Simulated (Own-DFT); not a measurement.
# How strain changes the stress of C40 NbSi2, 36 atoms (Nb12Si24)

Calculated results; nothing here was measured. The program, named Own-DFT, is a retired in-house plane-wave density functional code that no person has reviewed. Each row is one single-point run on a periodic cell that was not relaxed, without spin or spin-orbit coupling.

Settings of every run: PBE; PseudoDojo norm-conserving scalar-relativistic files; cutoff 42 hartree; 4 x 4 x 5 k mesh centred on Gamma; cold (Marzari-Vanderbilt) smearing of 0.2 eV.

Known limits: forces on such cells failed a check on a denser k mesh; stress not checked against mesh or cutoff.

Unstrained cell vectors in Å: (0.000, 8.324, 0.000); (-9.613, 0.000, 0.000); (0.000, 0.000, 6.586). The unstrained cell was taken from the Materials Project. The random moves and any unrelaxed bonds add to the pressure at no strain. Each run strains this cell uniformly, with the atoms carried along. Every atom was also moved at random, by a Gaussian of width 0.05 Å on each axis. Strain is the symmetric tensor, in per cent. Stress is positive in tension, and the pressure is minus a third of its trace.

```
run  e_xx (%)  e_yy (%)  e_zz (%)  e_yz (%)  e_xz (%)  e_xy (%)  s_xx (GPa)  s_yy (GPa)  s_zz (GPa)  s_yz (GPa)  s_xz (GPa)  s_xy (GPa)  P (GPa)  E (meV/atom)
  1      1.08      0.18      1.22     -1.92     -0.62      1.54        2.59       -0.53        2.05       -5.09       -1.38        4.17    -1.37          11.3
  2      1.76     -1.23     -1.41     -0.75     -1.85      0.95        2.19       -6.65       -9.97       -2.51       -6.05        2.69     4.81           8.1
  3     -0.51     -1.32      1.76     -1.86      1.40      0.44       -4.15       -6.44        1.55       -5.46        3.82        1.25     3.01          27.3
  4     -1.73     -0.75      1.04      1.97     -1.55      1.00       -9.65       -5.57       -2.30        5.54       -5.20        3.57     5.84          35.7
  5      1.14     -0.52      0.90     -1.40      0.15     -0.34        1.70       -3.53        0.29       -4.30        0.38       -1.37     0.51          21.6
  6      0.82      1.85      0.52      0.25      1.25     -0.29        1.29        5.14       -0.29        0.52        4.05       -0.81    -2.05          17.6
  7     -0.48     -1.27     -1.34     -0.92      1.29     -0.17       -5.98       -8.92      -11.24       -3.05        3.74       -0.64     8.72           9.1
  8     -1.18      0.99      0.76      1.19     -1.34      0.63       -5.99        1.20       -0.78        3.44       -4.60        2.18     1.86          12.0
  9     -0.52     -1.24     -1.37     -0.52     -0.91      1.15       -7.02       -8.04      -12.00       -1.74       -2.76        3.69     9.02          17.2
 10     -0.46      0.98     -0.35      0.07     -0.81      0.29       -3.52        0.43       -4.84       -0.30       -2.83        0.63     2.64           6.6
 11      0.53      0.21     -0.88      1.10     -1.28     -1.82       -0.43       -2.43       -8.75        2.73       -4.72       -5.11     3.87          23.2
 12      0.26     -1.03      0.99     -1.56      0.54      1.08       -1.06       -4.99        0.03       -5.21        1.50        3.00     2.01           0.0
 13     -0.85     -1.27      1.11     -1.69     -1.81      0.66       -5.61       -7.16       -1.35       -5.70       -5.39        1.87     4.71          25.3
 14      1.69      1.92     -1.58     -0.38     -1.48      0.36        3.83        4.14       -8.27       -1.77       -4.42        1.10     0.10           9.8
 15      1.48      1.37      1.81     -1.25     -0.33      1.40        4.84        4.73        5.67       -2.91       -1.36        3.57    -5.08           8.7
 16     -0.82     -0.07     -0.15     -0.73      0.85      0.49           ?           ?           ?           ?           ?           ?        ?             ?
```

E is the free energy for each atom above the lowest run shown.

## Worked fit

Each stress component was fitted by least squares to a constant and the strains of the runs shown, as fractions, with shears doubled. Shear strains stay in the fit of a normal stress only where such slopes are resolved. The slopes, in GPa:

| stress | at no strain | per e_xx | per e_yy | per e_zz | scatter |
|---|---|---|---|---|---|
| s_xx | -2.7 | 382 ± 13 | 59 ± 12 | 68 ± 11 | 0.49 |
| s_yy | -2.6 | 60 ± 9 | 365 ± 8 | 73 ± 7 | 0.33 |
| s_zz | -4.4 | 81 ± 14 | 80 ± 13 | 436 ± 12 | 0.53 |

Each shear stress against twice its own strain: yz 153 ± 7, xz 153 ± 5, xy 148 ± 4 GPa. These are stiffnesses along x, y and z of the frame in which the cell vectors are given, which need not be the crystal's axes. The atoms are held to the strained lattice; where symmetry lets them move under strain, relaxing them would lower some slopes. The table should be nearly symmetric about its diagonal, and what it lacks of that shows the noise. A ninth of its sum, 178 ± 4 GPa, estimates the bulk modulus near the mean pressure of these runs, 2.6 GPa, so it lies above the value at zero pressure.

## Withheld run

Question: what normal stresses and pressure should run 16 give?

The fit gives s_xx = -6.0, s_yy = -3.4, s_zz = -5.8 and P = 5.1 GPa. The calculation gave -5.50, -3.48, -5.27 and P = 4.75 GPa.
